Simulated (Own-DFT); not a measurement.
Simulation results for Al$_{3}$GaN$_{4}$ (wurtzite random alloy, strained, atoms displaced)

All values are calculated (Own-DFT development build). A calculation, not a measurement: plane-wave PBE density functional theory by an unreviewed code, no spin, of a simulated periodic cell, stress positive in tension, free energy of the whole cell less one offset for each atom, forces on such cells passed a denser k mesh, this cell's mesh not checked; offsets are fitted by least squares, one for each functional and potential file, so energies compare only between cells with the same atoms and settings and are not formation energies; the far tail of each file's local potential was reset to the Coulomb form; each entry is a single point on an unrelaxed cell, so the pressure reflects the starting lattice, mostly measured values, from which strain is counted, and rises with the displacements; printed positions are rounded, which can move forces by about a meV/angstrom; the program is a retired in-house code; no spin-orbit coupling.

```json
{"formula": "Al3GaN4", "kind": "wurtzite random alloy, strained, atoms displaced", "structure": {"cell_angstrom": [[9.3938, 0.0, 0.0], [-4.6969, 8.1352, 0.0], [0.0, 0.0, 10.3675]], "atoms_fractional": [["Al", 0.10721, 0.21623, 0.99616], ["Al", 0.22148, 0.11169, 0.24812], ["N", 0.10428, 0.21739, 0.18924], ["N", 0.21034, 0.10365, 0.44048], ["Ga", 0.10989, 0.21309, 0.49667], ["Al", 0.21894, 0.10329, 0.75536], ["N", 0.09128, 0.21736, 0.69666], ["N", 0.22226, 0.10955, 0.93718], ["Al", 0.1082, 0.54837, 0.99698], ["Ga", 0.2296, 0.42723, 0.25188], ["N", 0.10617, 0.54503, 0.18882], ["N", 0.22018, 0.43972, 0.43869], ["Al", 0.10509, 0.54801, 0.49425], ["Al", 0.23149, 0.45424, 0.75995], ["N", 0.11703, 0.56648, 0.68253], ["N", 0.20635, 0.43713, 0.93713], ["Al", 0.11568, 0.88434, 0.00566], ["Al", 0.21934, 0.78801, 0.24998], ["N", 0.10808, 0.89411, 0.18781], ["N", 0.20964, 0.76271, 0.43961], ["Al", 0.11029, 0.8897, 0.49745], ["Al", 0.21789, 0.7707, 0.73999], ["N", 0.1144, 0.88835, 0.6889], ["N", 0.21553, 0.77193, 0.9368], ["Al", 0.43485, 0.21693, 0.99847], ["Al", 0.55775, 0.12045, 0.24423], ["N", 0.45297, 0.22041, 0.19176], ["N", 0.56423, 0.11326, 0.43875], ["Ga", 0.44356, 0.23434, 0.4973], ["Al", 0.56064, 0.11299, 0.74082], ["N", 0.44201, 0.21641, 0.68656], ["N", 0.55629, 0.11054, 0.93895], ["Al", 0.45145, 0.56182, 0.00347], ["Ga", 0.56181, 0.45191, 0.2475], ["N", 0.44565, 0.54736, 0.18804], ["N", 0.54884, 0.44473, 0.43651], ["Al", 0.44766, 0.55257, 0.49637], ["Al", 0.55299, 0.44488, 0.75071], ["N", 0.43902, 0.55412, 0.69288], ["N", 0.56657, 0.45367, 0.93866], ["Al", 0.44444, 0.89445, 0.00248], ["Al", 0.54269, 0.77361, 0.2479], ["N", 0.44159, 0.88078, 0.19488], ["N", 0.55241, 0.77855, 0.44648], ["Al", 0.4366, 0.88432, 0.50687], ["Al", 0.5594, 0.78293, 0.74441], ["N", 0.44187, 0.88289, 0.68869], ["N", 0.54818, 0.77091, 0.94368], ["Ga", 0.77093, 0.21977, 0.9915], ["Ga", 0.88265, 0.10608, 0.25726], ["N", 0.77937, 0.22231, 0.18323], ["N", 0.89473, 0.11915, 0.44012], ["Ga", 0.78643, 0.22426, 0.5035], ["Ga", 0.88095, 0.10501, 0.75481], ["N", 0.78451, 0.22937, 0.69297], ["N", 0.89551, 0.11728, 0.94204], ["Al", 0.77778, 0.55959, 0.00067], ["Al", 0.88423, 0.44816, 0.24097], ["N", 0.77001, 0.56091, 0.1957], ["N", 0.88331, 0.43539, 0.43986], ["Al", 0.76969, 0.55293, 0.49772], ["Al", 0.88546, 0.44216, 0.75387], ["N", 0.78039, 0.55136, 0.69211], ["N", 0.89162, 0.44526, 0.93879], ["Al", 0.78743, 0.89984, 0.00534], ["Ga", 0.88285, 0.77103, 0.25693], ["N", 0.7772, 0.89132, 0.18762], ["N", 0.88443, 0.77966, 0.43282], ["Al", 0.76469, 0.88475, 0.50516], ["Al", 0.89463, 0.7773, 0.7517], ["N", 0.78451, 0.89065, 0.68471], ["N", 0.8931, 0.776, 0.94947]]}, "settings": {"functional": "PBE", "potential_files": "PseudoDojo norm-conserving, scalar-relativistic, standard set with the stringent files for Ga", "wave_cutoff [hartree]": 96.0, "occupations": "Gaussian", "smearing_width [eV]": 0.01, "k_mesh": "4 x 4 x 3 centred on Gamma"}, "results": {"free_energy_of_cell_above_offsets [eV]": "-21.970", "pressure [GPa]": 1.07, "stress_xx [GPa]": -4.29, "stress_yy [GPa]": -4.54, "stress_zz [GPa]": 5.62, "stress_yz [GPa]": -0.02, "stress_xz [GPa]": -0.11, "stress_xy [GPa]": -0.03, "force_element": ["Al", "Al", "N", "N", "Ga", "Al", "N", "N", "Al", "Ga", "N", "N", "Al", "Al", "N", "N", "Al", "Al", "N", "N", "Al", "Al", "N", "N", "Al", "Al", "N", "N", "Ga", "Al", "N", "N", "Al", "Ga", "N", "N", "Al", "Al", "N", "N", "Al", "Al", "N", "N", "Al", "Al", "N", "N", "Ga", "Ga", "N", "N", "Ga", "Ga", "N", "N", "Al", "Al", "N", "N", "Al", "Al", "N", "N", "Al", "Ga", "N", "N", "Al", "Al", "N", "N"], "force_x [eV/angstrom]": [0.3, -0.114, 1.687, 2.486, -1.331, -0.795, 4.131, -0.185, -0.466, -2.608, -0.376, 0.882, 0.129, -2.05, -0.034, 2.634, -0.727, 0.979, 1.08, 0.052, -0.134, 0.061, -0.595, 0.89, 1.592, 2.724, -3.107, -1.677, 1.057, -0.589, -0.533, -2.179, -0.662, -0.802, -0.946, 1.011, -2.405, 0.5, 1.572, -1.501, 0.108, 2.113, -1.795, -0.362, -0.073, 0.184, 0.089, 0.608, 1.356, -0.336, -1.358, -0.417, -1.075, -0.104, -1.281, -0.532, 0.969, 1.342, 3.138, -0.981, 1.599, 1.302, -1.452, -1.191, -0.498, -0.422, -1.015, -0.113, 1.691, -0.209, -0.65, -0.593], "force_y [eV/angstrom]": [1.093, 0.047, -1.394, -0.323, 1.671, 0.985, 1.566, -0.453, 0.922, 1.733, 1.642, 0.762, -0.477, -1.594, -2.832, 0.281, -0.01, -2.281, -0.043, 2.42, -1.333, 1.481, -0.027, 0.593, 1.296, -1.91, 0.305, -1.104, -2.949, -0.422, 0.833, -0.764, -1.412, -2.173, 1.964, 1.54, 0.602, -0.15, 0.463, -1.608, -1.632, -0.087, 1.837, -0.824, 0.524, -1.066, 1.168, 2.242, 0.881, 0.751, 0.453, -2.837, -0.385, 0.456, -0.854, -1.826, -0.386, -1.013, -0.876, 2.561, 0.11, 1.065, 0.674, 0.735, -1.38, 2.241, -1.376, -0.364, 1.226, -0.284, -1.851, 1.178], "force_z [eV/angstrom]": [0.791, 0.339, -1.353, -1.861, 2.41, -1.216, -0.6, 0.675, 1.381, 0.253, -0.38, 0.495, 0.612, -1.623, 0.232, 0.734, -0.789, 0.235, 0.158, -0.488, 0.64, 1.738, -0.479, 0.008, 0.156, 1.727, -1.457, -0.345, 0.525, 0.722, 1.053, -1.251, -0.529, 0.906, -0.828, 0.032, 1.183, 0.177, -0.895, 0.077, -0.267, 0.828, -1.201, -1.073, -1.449, 1.219, 0.088, -0.873, 1.619, -0.688, 0.523, 0.279, 0.291, 0.381, 0.214, -0.061, 0.29, 1.057, -2.518, -1.215, 0.486, -0.293, -0.799, -0.305, -0.232, -1.422, 0.165, 3.275, -1.172, 0.373, 0.68, -1.364]}}
```
